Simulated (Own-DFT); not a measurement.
# Strain and stress in wurtzite GaN, 72 atoms (Ga36N36)

All numbers below are calculated, not measured. The program, named Own-DFT, is a retired in-house plane-wave density functional code that no person has reviewed. Each row is one single-point run on a periodic cell that was not relaxed, without spin or spin-orbit coupling.

Settings of every run: PBE; PseudoDojo norm-conserving scalar-relativistic files (stringent for Ga); cutoff 96 hartree; 4 x 4 x 3 k mesh centred on Gamma; Gaussian smearing of 0.01 eV.

Known limits: forces not confirmed at this smearing and k mesh; stress not checked against mesh or cutoff.

Unstrained cell vectors in Å: (9.567, 0.000, 0.000); (-4.784, 8.285, 0.000); (0.000, 0.000, 10.370). The unstrained cell has measured lattice constants (interpolated for alloys), not those of this functional. That, the random moves and any unrelaxed bonds set the pressure at no strain. Each run strains this cell uniformly, with the atoms carried along. Every atom was also moved at random, by a Gaussian of width 0.05 Å on each axis. Strain is the symmetric tensor, in per cent. Stress is positive in tension, and the pressure is minus a third of its trace.

```
run,e_xx (%),e_yy (%),e_zz (%),e_yz (%),e_xz (%),e_xy (%),s_xx (GPa),s_yy (GPa),s_zz (GPa),s_yz (GPa),s_xz (GPa),s_xy (GPa),P (GPa),E (meV/atom)
1,-1.23,-0.96,-0.13,0.89,-0.36,-0.86,-15.66,-11.69,-10.50,2.09,-0.96,-3.27,12.62,51.8
2,-0.74,0.33,-0.17,-0.53,0.17,-1.54,-10.91,-6.42,-7.48,-1.22,0.85,-6.46,8.27,19.8
3,0.53,1.44,-1.16,1.77,0.09,0.36,-4.11,-1.40,-11.21,3.55,0.07,0.46,5.57,16.8
4,0.37,1.94,1.24,-0.47,-1.14,1.88,-4.40,1.41,0.07,-1.54,-2.22,4.96,0.97,22.2
5,-1.51,1.04,0.10,-0.15,-1.30,1.90,-14.23,-4.80,-6.90,-0.29,-3.41,5.68,8.64,41.2
6,0.03,0.81,1.45,-1.38,-1.68,-1.31,-3.05,-1.69,-1.68,-2.36,-3.08,-2.57,2.14,0.0
7,1.30,0.52,-0.50,0.79,-1.82,0.67,-1.95,-5.79,-8.21,2.92,-4.47,2.81,5.32,38.8
8,-0.95,0.50,-1.50,-1.16,-0.53,-0.61,-12.33,-6.31,-14.39,-2.01,-0.51,-2.66,11.01,35.8
9,1.48,-1.55,-0.53,-0.05,-1.71,-0.37,-3.44,-12.74,-10.74,-0.46,-3.62,-1.08,8.97,44.6
10,-1.07,-1.24,0.08,-1.23,-1.04,0.85,-11.42,-15.40,-9.08,-3.76,-1.85,2.29,11.97,45.7
11,1.70,1.85,1.18,-1.57,1.81,0.54,1.76,3.57,0.27,-2.74,3.30,1.31,-1.87,2.3
12,-1.51,1.20,-1.67,-1.78,1.40,1.52,-13.17,-4.56,-16.62,-3.24,2.40,4.84,11.45,47.1
13,1.96,1.25,-1.74,-0.95,-0.67,-0.55,-0.38,-2.02,-11.00,-2.15,-2.11,-3.21,4.46,23.2
14,-1.52,1.56,-1.25,1.59,-1.30,-1.42,-13.00,-2.38,-15.95,3.92,-2.10,-4.18,10.44,48.9
15,-0.46,-1.09,1.56,1.98,-0.80,0.41,?,?,?,?,?,?,?,?
```

E is the free energy for each atom above the lowest run shown.

## Worked fit

Each stress component was fitted by least squares to a constant and the strains of the runs shown, as fractions, with shears doubled. Shear strains stay in the fit of a normal stress only where such slopes are resolved. The slopes, in GPa:

| stress | at no strain | per e_xx | per e_yy | per e_zz | scatter |
|---|---|---|---|---|---|
| s_xx | -7.5 | 411 ± 30 | 90 ± 34 | 83 ± 36 | 1.38 |
| s_yy | -7.4 | 78 ± 22 | 438 ± 25 | 74 ± 26 | 1.01 |
| s_zz | -7.7 | 112 ± 26 | 75 ± 30 | 440 ± 31 | 1.20 |

Each shear stress against twice its own strain: yz 107 ± 10, xz 100 ± 7, xy 156 ± 12 GPa. These are stiffnesses along x, y and z of the frame in which the cell vectors are given, which need not be the crystal's axes. The atoms are held to the strained lattice; where symmetry lets them move under strain, relaxing them would lower some slopes. The table should be nearly symmetric about its diagonal, and what it lacks of that shows the noise. A ninth of its sum, 200 ± 5 GPa, estimates the bulk modulus near the mean pressure of these runs, 7.1 GPa, so it lies above the value at zero pressure.

## Withheld run

Question: what normal stresses and pressure should run 15 give?

The fit gives s_xx = -9.1, s_yy = -11.4, s_zz = -2.2 and P = 7.6 GPa. The calculation gave -9.65, -10.74, -2.31 and P = 7.57 GPa.
